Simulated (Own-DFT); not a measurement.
# One host, several defects: wurtzite GaN

Calculated, not measured: single-point runs of Own-DFT, a retired in-house plane-wave DFT program that no person has reviewed, on unrelaxed cells, without spin or spin-orbit coupling.

Settings: PBE; PseudoDojo norm-conserving scalar-relativistic files; cutoff 42 hartree; 4 x 4 x 3 k mesh centred on Gamma; Fermi-Dirac smearing of 0.1 eV.

Keep in mind (not all hold for every row): not probed for a lower state with spin; forces not confirmed at this smearing and k mesh; stress not checked against mesh or cutoff.

All runs share one cell, with vectors in Å (9.567, 0.000, 0.000); (-4.784, 8.285, 0.000); (0.000, 0.000, 10.370) and a volume of 822.0 Å³. u is the rms random offset of the atoms per axis. The defect's site can differ from row to row.

| cell | formula | u (Å) | P (GPa) |
|---|---|---|---|
| no defect | Ga36N36 | 0.0202 | 5.94 |
| no defect | Ga36N36 | 0.0490 | 7.20 |
| no defect | Ga36N36 | 0.0520 | 7.66 |
| one N on a Ga site | Ga35N37 | 0.0301 | 5.34 |
| one N on a Ga site | Ga35N37 | 0.0304 | 5.46 |
| one N on a Ga site | Ga35N37 | 0.0447 | 6.08 |
| one Ga on an N site | Ga37N35 | 0.0298 | 12.04 |
| one Ga on an N site | Ga37N35 | 0.0299 | 11.62 |
| one Ga on an N site | Ga37N35 | 0.0491 | ? |
| one Ga on an N site | Ga37N35 | 0.0526 | 13.92 |

## Fit

P = P0 + c u² + a shift for each defect gives P0 = 5.37 GPa, c = 852 ± 112 GPa/Å² and a scatter of 0.28 GPa. The shifts, and each times the cell's volume:

- one Ga on an N site: 5.87 ± 0.23 GPa, 30.1 eV
- one N on a Ga site: -0.83 ± 0.24 GPa, -4.3 eV

Against the defect-free cell, a freed cell would be larger where the shift is positive and smaller where it is negative (160.2 GPa Å³ is 1 eV). The atoms around the defects weren't relaxed, which would change these numbers.

## Check

Asked: what pressure belongs in the blank (one Ga on an N site, u = 0.0491 Å)?

The fitted form gives 13.29 ± 0.34 GPa. The run itself gave 12.98 GPa.
